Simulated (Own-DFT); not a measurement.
# Computed records: GaP (zincblende, strongly disordered by large displacements), InAs (zincblende, strongly disordered by large displacements)

All values are calculated (Own-DFT development build). A calculation, not a measurement: plane-wave PBE density functional theory by an unreviewed code, no spin, of a simulated periodic cell, stress positive in tension, free energy of the whole cell less one offset for each atom, forces on such cells passed a denser k mesh, this cell's mesh not checked; broken bonds can close the gap or carry spin, so checks made on this kind of crystal may not hold here; offsets are fitted by least squares, one for each functional and potential file, so energies compare only between cells with the same atoms and settings and are not formation energies; the far tail of each file's local potential was reset to the Coulomb form; each entry is a single point on an unrelaxed cell, so the pressure reflects the starting lattice, mostly measured values (interpolated for alloys), from which strain is counted, and rises with the displacements; printed positions are rounded, which can move forces by about a meV/angstrom; the program, named Own-DFT, is a retired in-house code; no spin-orbit coupling.

Common to all runs: functional PBE; potential files PseudoDojo norm-conserving, scalar-relativistic, standard set; wave cutoff 42 hartree; occupations Fermi-Dirac; smearing width 0.1 eV; k mesh 3 x 3 x 3 centred on Gamma.

(1) 
```xyz
64
Lattice="10.9010 0.0000 0.0000 0.0000 10.9010 0.0000 0.0000 0.0000 10.9010" Properties=species:S:1:pos:R:3:force_x:R:1:force_y:R:1:force_z:R:1 formula=GaP hardware=one_NVIDIA_H100 free_energy_of_cell_above_offsets=-7.491 pressure=8.88 stress_xx=-8.77 stress_yy=-9.58 stress_zz=-8.28 stress_yz=0.89 stress_xz=-1.02 stress_xy=0.54 wall_time=605.2
Ga     0.2272    10.7321    10.5040     -0.973      0.496      2.323
Ga     0.0004     2.5459     2.8210     -0.123      0.405     -0.281
Ga     2.9308    10.8486     3.0101      1.042      1.443      -3.62
Ga     2.8754     2.6441     0.2875      -2.82     -1.661     -2.162
P      1.4221     1.1721     1.4500      0.239     -0.325      0.034
P      1.2103     4.2020     4.0382      2.309     -1.121     -0.541
P      4.4413     1.3360     3.9402     -4.881     -0.247      2.695
P      3.9822     4.0047     1.4147      2.658       3.13      1.667
Ga     0.4462     0.1077     5.6279     -1.949     -2.049     -1.883
Ga     0.2051     2.6460     8.2125     -1.361      1.269     -0.507
Ga     2.8731     0.0382     8.4641     -0.958      -1.68     -1.408
Ga     2.6554     2.7313     5.3647      1.248      1.731     -1.495
P      1.6633     1.4289     6.8666      0.559     -0.324      1.915
P      1.3456     4.0275     9.7210      1.678     -0.186     -0.675
P      4.1979     1.3854     9.6000     -1.555      2.978     -1.386
P      4.2389     4.1124     6.8585     -6.835      1.423     -1.854
Ga     0.0457     5.2527     0.2587      1.694      3.182     -3.142
Ga     0.3236     8.1698     2.6412     -3.668      2.244      1.799
Ga     2.8027     5.7552     2.6331      0.096     -2.476      1.429
Ga     2.9471     7.9744     0.0016     -1.954      3.127      2.658
P      1.3706     6.8819     1.4216      1.785     -1.848     -3.617
P      1.8151     9.3515     3.9530     -3.367      0.077      2.243
P      3.9883     6.8561     4.3029      3.422     -4.559      -2.39
P      4.4530     9.6148     1.2877     -3.452     -2.038      2.035
Ga     0.0475     5.4878     5.4491      1.611     -0.191       1.58
Ga    10.9004     8.1715     7.7592      1.398      0.573      4.741
Ga     2.7862     5.5839     8.3343     -2.598     -4.752     -1.563
Ga     2.9146     8.1325     5.4222     -2.704      1.902      3.986
P      1.2056     6.6683     7.1931      2.376     -2.933     -4.409
P      1.4376     9.2877     9.3612      0.726      0.399     -0.044
P      3.8585     6.9287     9.3718      6.064      0.857      0.797
P      3.9171     9.2145     7.1272      1.567      2.091     -0.358
Ga     5.2665     0.1124    10.8293      4.621     -1.012      0.766
Ga     5.4035     2.4859     2.6035      3.707      4.165     -3.344
Ga     8.3238     0.2289     2.9043     -0.609     -2.184     -1.352
Ga     8.3435     2.7228    10.6791     -0.745      2.041      1.066
P      6.9793     1.4177     1.1414     -0.575     -0.582       1.08
P      7.1618     3.9595     4.0230      -5.13      1.443     -2.933
P      9.5944     1.3403     4.4499      0.624      0.146     -0.112
P      9.7163     4.1887     1.4743      -4.03     -2.842      2.171
Ga     5.5633     0.1868     5.2805      1.886     -3.778      2.236
Ga     5.2141     2.7610     7.9216      3.069     -3.111      4.714
Ga     7.9692    10.6832     8.1675      0.557      0.561      1.487
Ga     8.0336     2.9172     5.5024      2.053     -3.297      3.281
P      6.6705     1.3756     6.9579      1.368     -0.538     -1.258
P      6.5384     4.2117     9.4020      2.427      -1.48     -0.571
P      9.6444     1.3346     9.4925     -0.063     -1.132     -1.574
P      9.4803     4.2709     6.5354      0.118     -1.395      3.528
Ga     5.3481     5.5191    10.7426     -0.389      0.673      1.626
Ga     5.2775     8.0420     2.8085      0.949      0.629     -0.313
Ga     8.0932     5.6902     3.0279     -0.383     -0.614     -2.646
Ga     8.2173     8.1885     0.0638      4.542     -2.309      2.439
P      6.9302     7.0936     1.4682      -1.68     -3.103      0.752
P      6.7759     9.1318     4.1594      1.345      2.902      0.814
P      9.7276     6.5968     4.0810      0.568      4.437      -0.04
P      9.7394     9.4938     1.1873      0.297      1.185      1.728
Ga     5.4978     5.4761     5.9904      0.589      0.464     -4.653
Ga     5.7639     8.2274     8.2497     -1.072     -0.241      -0.11
Ga     8.1857     5.5432     8.1437       0.56     -0.196      0.734
Ga     8.4542     8.0669     5.7199      -2.37     -2.661       -5.9
P      6.8809     6.8438     6.7207      1.022      1.291      2.059
P      6.9276     9.2906     9.9459     -4.717      5.138     -4.618
P      9.5591     7.1364     9.4773      0.419      -2.85      0.415
P      9.4141     9.2504     6.9970     -0.233      7.314     -0.039
```

Units: free_energy_of_cell_above_offsets in eV; pressure, stress_xx, stress_yy, stress_zz, stress_yz, stress_xz, stress_xy in GPa; wall_time in s; force_x, force_y, force_z in eV/Å.

(2) 
```xyz
64
Lattice="12.1166 0.0000 0.0000 0.0000 12.1166 0.0000 0.0000 0.0000 12.1166" Properties=species:S:1:pos:R:3:force_x:R:1:force_y:R:1:force_z:R:1 formula=InAs hardware=one_NVIDIA_H200 free_energy_of_cell_above_offsets=26.248 pressure=13.35 stress_xx=-13.56 stress_yy=-11.75 stress_zz=-14.73 stress_yz=-2.78 stress_xz=1.67 stress_xy=1.57 wall_time=1202
In    12.0168    11.6791    11.9444       4.44      3.964     -2.184
In     0.0032     3.5201     2.6906      1.907     -4.576     -0.385
In     2.4344    11.8538     3.5432      3.457      6.681     -3.713
In     3.0406     2.9659    12.0546      -1.17      7.972      -2.03
As     1.9940     1.5164     1.2308     -4.744     -5.053      4.553
As     1.3377     4.3145     4.2949      3.883      1.532      2.631
As     4.9164     1.5728     4.6594     -4.702      3.896     -4.177
As     3.9160     4.7472     1.7268      3.523     -3.482      -3.82
In    11.9508    11.7465     6.1808      0.141       0.51       0.38
In    11.9176     3.1442     9.0520      4.011      3.087     -4.818
In     2.9683    11.8568     9.1025     -2.536      5.624      3.605
In     3.4624     3.7624     5.8403      0.264     -1.287      0.574
As     1.5801     1.5540     7.2733     -0.189     -0.073      0.871
As     1.4291     5.0084    11.1441       0.44     -2.423      0.074
As     4.5117     1.4370    11.4488      3.711     -4.741     -2.973
As     4.6543     4.7557     8.1698      2.981     -1.538     -2.931
In    11.5721     6.0920     0.0461      2.731     -3.223      4.594
In     0.2814     9.1963     2.6743     -1.369     -1.182     -0.989
In     3.1577     6.3047     3.0968     -3.001      3.579       2.59
In     3.4750     9.1974    12.0106     -3.707     -0.148      0.473
As     1.3704     7.5286     0.8858      1.193      0.555      1.525
As     1.6906    10.0768     4.5693     -6.826     -2.013      0.729
As     4.5104     7.3294     4.9684     -0.614      0.451     -1.514
As     4.0895    10.3057     1.7345     -3.088      4.355      1.851
In    12.0650     5.8088     5.6468      7.899       0.75      0.577
In     0.0421     8.4818     9.3425     -3.043     -1.072      -0.88
In     2.8147     5.5419     9.2630     -1.982      2.087      0.474
In     3.2836     9.2695     5.8686      2.541     -4.498     -1.127
As     1.5445     7.3389     7.8603      0.757     -0.911     -2.838
As     1.2079    10.0797    10.5450      2.515      2.922      1.414
As     4.3521     8.3234    10.1818     -2.836     -5.314     -0.969
As     3.6147    10.2308     7.7870      4.221     -1.708      2.169
In     6.6266    11.8993    11.8768     -2.667       4.62      3.495
In     5.9906     3.2864     2.5043      0.289     -0.487      0.707
In     9.0179    11.8020     2.6885     -1.194      1.327      2.432
In     9.2086     3.1384    11.6825     -4.999      1.713      1.596
As     7.8226     1.5643     1.3219     -0.708      0.309     -0.246
As     7.7344     4.0425     4.5835     -1.205      0.534     -0.119
As    10.2380     1.1754     4.6959      2.622     -4.198     -4.925
As    10.4190     4.1465     1.4285      -2.92      2.654     -1.244
In     6.0976     0.3044     6.0011     -0.017      0.689      7.183
In     6.6979     3.1847     8.5960     -2.481      2.792      3.834
In     9.1739     0.0387     8.9320     -0.835      2.393      1.971
In     9.7672     2.6884     6.2171      2.637      4.708      0.034
As     8.0232     1.8696     7.2969     -3.271     -5.023       1.28
As     7.5642     4.9706    10.8633     -0.526      -0.32     -1.285
As    10.7317     2.0311    10.5285      0.623     -7.306      0.764
As    10.5938     4.8244     6.9664     -3.425     -1.264      5.972
In     6.1515     6.9188     0.3479     -2.583     -1.417     -1.434
In     6.0336     9.6348     2.5396      5.149     -1.921      2.875
In     9.0107     5.6888     3.0612     -0.036     -0.052      0.024
In     9.0848     8.9831    12.0213       1.21      2.888     -3.224
As     8.2621     7.5458     1.3660     -2.036     -2.438      5.445
As     7.2252    11.0287     4.7512      3.998     -5.564     -4.791
As    10.4666     7.0277     4.7343     -3.504      4.518     -3.078
As    10.3058    10.7936     0.9077     -1.604      -1.61      3.123
In     6.3547     6.0711     5.8959      -0.88     -5.317     -2.574
In     6.1313     8.9364     9.0696      3.198       1.34     -3.839
In     9.1385     6.6416     9.0337     -4.255     -2.804     -6.306
In     9.3705     9.2450     5.5449     -1.591     -0.325     -0.902
As     7.2199     7.5763     7.2611      4.117      4.061      3.285
As     7.4711    10.2987    10.6106       2.79     -1.804     -3.486
As    10.2324     7.1602    10.8346      0.484      4.601     -0.395
As     9.9672    10.3291     7.6754      2.814      -2.02      0.092
```

Units: free_energy_of_cell_above_offsets in eV; pressure, stress_xx, stress_yy, stress_zz, stress_yz, stress_xz, stress_xy in GPa; wall_time in s; force_x, force_y, force_z in eV/Å.

(3) 
```xyz
64
Lattice="10.9010 0.0000 0.0000 0.0000 10.9010 0.0000 0.0000 0.0000 10.9010" Properties=species:S:1:pos:R:3:force_x:R:1:force_y:R:1:force_z:R:1 formula=GaP hardware=one_NVIDIA_H100 free_energy_of_cell_above_offsets=-1.561 pressure=10.26 stress_xx=-9.94 stress_yy=-11.32 stress_zz=-9.5 stress_yz=-1.37 stress_xz=-0.48 stress_xy=3.62 wall_time=551.9
Ga    10.6747     0.1694     0.0779      0.351     -1.992     -0.531
Ga     0.2502     2.8807     2.7086     -0.704      1.024     -2.318
Ga     2.6120    10.8462     2.1503     -0.045     -0.693      7.163
Ga     2.7835     2.5646    10.8630     -4.682      1.834      1.488
P      1.3425     1.1706     1.4383     -5.062      6.545     -3.824
P      1.3514     4.1362     4.0626      1.007      2.013      0.766
P      3.9270     1.2762     3.9131      5.756     -3.934      -3.26
P      4.1474     3.9477     1.0989      0.143      1.301      3.278
Ga     0.0289     0.0131     5.1290      0.687     -0.454      0.896
Ga    10.8540     2.6100     8.1112      0.516     -0.727     -2.975
Ga     2.5755    10.8951     8.1577      2.988     -2.501       2.68
Ga     2.7508     2.5008     4.8516     -4.174      4.204      5.096
P      1.5364     1.1105     6.8164     -3.196       3.92     -3.783
P      0.9641     3.9769     9.4378      3.318      0.598      1.396
P      4.2099     1.6979     9.7230      2.712     -4.139     -3.508
P      3.9274     4.1381     6.7847      -0.24      -4.41      0.103
Ga    10.7985     5.3977    10.8264     -0.766      -0.27      1.482
Ga    10.8188     8.2093     2.6169      1.311      0.735     -0.583
Ga     3.0037     5.7429     2.7133     -2.937     -3.187     -3.537
Ga     2.8818     8.3847     0.0040     -1.448     -0.461      0.943
P      1.2161     6.7769     1.2249      1.981      0.782      0.706
P      1.6790     9.4099     3.9544     -4.516      2.831      -3.78
P      3.8771     6.7423     4.2989      2.521      2.334      0.904
P      4.0490     9.7506     1.5327      5.962      -6.75     -1.942
Ga    10.5095     5.5855     5.3217      3.319     -2.981      2.162
Ga     0.1417     7.9419     7.8927     -3.619      5.439      4.321
Ga     2.7858     5.2260     8.2242     -1.368      1.525      2.687
Ga     2.6626     8.4101     5.4009     -2.714     -6.096     -0.508
P      1.1689     6.4707     7.1549      2.799     -4.013     -4.777
P      1.3882     9.4015     9.5052     -1.342      1.246      0.116
P      4.0961     7.1128     9.5530      0.039     -3.508      0.789
P      3.9285     9.3748     6.4874      6.013      4.422      5.981
Ga     5.2971    10.7159     0.0242      1.854      2.189     -1.018
Ga     5.7867     2.7422     2.8603     -1.722     -0.649     -1.071
Ga     8.2201     0.1480     2.4957     -1.084      1.487       4.48
Ga     8.2046     2.8254    10.2788     -0.076     -0.306      3.469
P      6.9364     1.3448     1.3635      -2.36      1.676     -2.588
P      6.7591     4.1946     4.2816      0.167      0.884      0.359
P      9.7895     1.4909     3.6226     -2.387     -1.715      3.371
P      9.2910     4.1873     1.4725       1.57     -1.156     -1.185
Ga     5.6004     0.1259     5.5266     -5.206     -5.104     -6.385
Ga     5.5178     2.7830     8.0661     -0.435      0.998      0.733
Ga     8.2625    10.5851     8.1460     -2.325      2.449      1.903
Ga     8.3304     2.6728     5.5466     -4.555     -4.951     -4.845
P      6.6297     1.0678     6.8488      5.534      4.661      4.984
P      6.8715     4.4271     9.7061      -0.67     -1.183     -2.813
P      9.5166     1.3282     9.3421      -0.47     -1.154       0.02
P      9.3813     3.9587     6.5487      4.325      4.315      5.292
Ga     5.6490     5.4234     0.3804     -0.967      1.586     -1.015
Ga     5.6987     7.8049     2.7901     -2.806      2.191       2.57
Ga     7.9815     5.6825     2.6805       3.68     -4.668      5.097
Ga     8.0870     8.0970     0.1022      0.744      4.581     -2.956
P      7.1335     6.9694     1.4547      -5.36     -0.631     -1.552
P      7.0043     9.2996     4.0987     -2.601       3.48     -1.556
P      9.6759     7.0702     4.1665     -2.348      0.508     -2.225
P      9.1671     9.6120     1.4728      4.579     -3.294     -3.037
Ga     5.0912     5.5153     5.7523      4.066      1.558     -1.137
Ga     5.4389     8.1059     8.1477      0.304      1.138     -1.225
Ga     8.3307     5.4189     8.1968      1.011     -0.552      1.321
Ga     8.2366     8.2512     5.4179      0.781      -1.44      3.335
P      7.0656     6.8090     7.1572     -2.131      1.161      -3.45
P      6.8060     9.4688     9.5168     -0.901      0.051       0.91
P      9.4140     6.9070     9.8841      2.313     -1.184     -3.781
P      9.5411     9.4921     6.9571      2.857     -1.566     -3.634
```

Units: free_energy_of_cell_above_offsets in eV; pressure, stress_xx, stress_yy, stress_zz, stress_yz, stress_xz, stress_xy in GPa; wall_time in s; force_x, force_y, force_z in eV/Å.

(4) 
```xyz
64
Lattice="12.1166 0.0000 0.0000 0.0000 12.1166 0.0000 0.0000 0.0000 12.1166" Properties=species:S:1:pos:R:3:force_x:R:1:force_y:R:1:force_z:R:1 formula=InAs hardware=one_NVIDIA_H200 free_energy_of_cell_above_offsets=33.398 pressure=15.33 stress_xx=-15.7 stress_yy=-13.3 stress_zz=-17 stress_yz=-1.13 stress_xz=2.95 stress_xy=1.58 wall_time=1239
In    12.0389    12.0144    12.0510      1.518      6.968     -3.248
In    12.0818     3.3749     2.7814      5.781     -4.751       4.14
In     3.1679    11.5702     3.3294      4.109      5.253     -3.285
In     2.9359     2.8462    11.7736      0.327      1.356      0.469
As     1.5359     1.5059     1.2236     -0.702     -0.157      2.079
As     1.9396     4.0457     4.9694      -4.95      5.809     -6.239
As     4.3523     1.4872     4.5944      0.342      0.372     -10.11
As     4.6581     5.3106     1.2150     -2.926       -3.5      4.938
In    11.9234     0.2992     6.0513     -1.874     -1.149     -0.902
In    11.9370     2.7559     9.5128      5.895      5.035     -1.825
In     2.8366    11.7784     8.5133     -2.698       3.06      3.175
In     3.1974     2.6516     5.9863     -0.577     -2.161       8.38
As     0.9845     1.5264     7.8149      3.421     -0.885     -1.127
As     1.3103     4.5676    10.6468      0.205      0.859     -0.112
As     4.5809     1.4597    10.5870      0.778     -0.791     -1.588
As     3.8570     4.5970     7.3325      3.431     -0.985     -2.154
In    12.0617     6.3420     0.1461     -1.658     -0.482      -4.83
In     0.0615     9.3913     3.1937     -3.344     -1.179      -3.91
In     2.7997     5.9893     2.8363      3.237     -2.346      2.797
In     2.3178     8.3689     0.3027      4.637      4.559     -6.103
As     1.1954     7.3220     1.8097     -3.463      0.631      6.343
As     1.6460    10.4461     4.3319     -5.531      3.948      1.597
As     4.9320     7.4270     4.5181     -6.671      4.706     -6.033
As     4.3709    10.9694     1.2802     -6.115     -2.855      3.154
In     0.1338     5.6321     5.5974     -1.412      0.864      1.439
In     0.0839     9.0595     9.0616     -1.656      2.704      2.998
In     3.1021     5.8923     9.0118     -3.645      0.519      1.414
In     2.6750     9.1806     5.7057      4.513     -6.326       6.09
As     0.7490     7.7325     7.2823      1.991     -1.676     -2.502
As     1.4782    10.6435    11.1483      3.642     -3.278     -3.604
As     4.0456     7.6057    10.3195      1.213      2.516      1.946
As     4.4134    10.3837     7.5936      1.098     -0.985     -3.735
In     5.9622    11.5534     0.0023      0.408      5.963     -0.831
In     6.2733     2.8473     2.7044     -3.364      1.848      0.776
In     9.3875    11.6268     3.4313      4.557      5.515     -3.305
In     9.3573     2.9644    11.8300     -2.927      5.553      5.782
As     7.7299     1.9817     1.2345      1.427     -3.887     -1.541
As     7.0618     4.0938     4.5720      1.957      1.849      2.423
As    10.4556     2.1176     4.2145      1.939     -4.759      -5.13
As    10.9940     4.6193     1.4047      -4.19      0.583     -5.431
In     5.4589     0.2343     5.9176       5.79     -5.042      6.104
In     5.7942     3.4719     8.9612      0.431     -1.028     -0.025
In     8.8317     0.5043     9.2370     -4.141     -4.542      0.755
In     9.6365     2.9326     6.0289     -4.836      1.867      4.942
As     7.7054     1.4276     7.5321     -3.978      2.814     -4.591
As     7.3754     4.7959    10.7327      6.034     -3.562     -3.758
As    10.1642     1.8330    10.2208      1.838      -2.88      1.908
As    10.5629     4.3875     7.7347      1.216      1.838      0.368
In     5.7771     5.9733    11.5611     -1.911      5.548     -1.153
In     6.0714     9.6135     2.5051      1.252     -2.655      1.387
In     9.7303     5.9825     2.8509     -6.072     -3.893     -2.087
In     9.0897     9.2395     0.1395     -4.516      3.283      4.746
As     7.7955     7.3421     1.6738     -1.235      1.095     -0.949
As     7.9622    10.2783     4.3284     -8.413      1.666      0.335
As    10.7592     7.5306     3.9333      3.688      3.077      4.909
As    10.8135    10.9019     1.2776     -4.866     -4.234      6.069
In     6.2523     6.4634     5.8775      0.946     -8.109     -0.218
In     5.8661     9.4604     9.3168      1.493     -1.248      0.931
In     9.3057     6.5329     8.8074     -0.593     -0.527      0.845
In     9.0225     8.6568     5.3135      1.874     -4.218      4.768
As     7.2761     7.5637     7.4164      4.257      4.189      5.172
As     7.6178    10.9995    10.8623      4.571     -2.937     -3.891
As    10.3238     8.0355    10.9698      5.273     -5.094     -5.842
As     9.9662    11.0095     8.0304      3.175      -3.73     -3.122
```

Units: free_energy_of_cell_above_offsets in eV; pressure, stress_xx, stress_yy, stress_zz, stress_yz, stress_xz, stress_xy in GPa; wall_time in s; force_x, force_y, force_z in eV/Å.
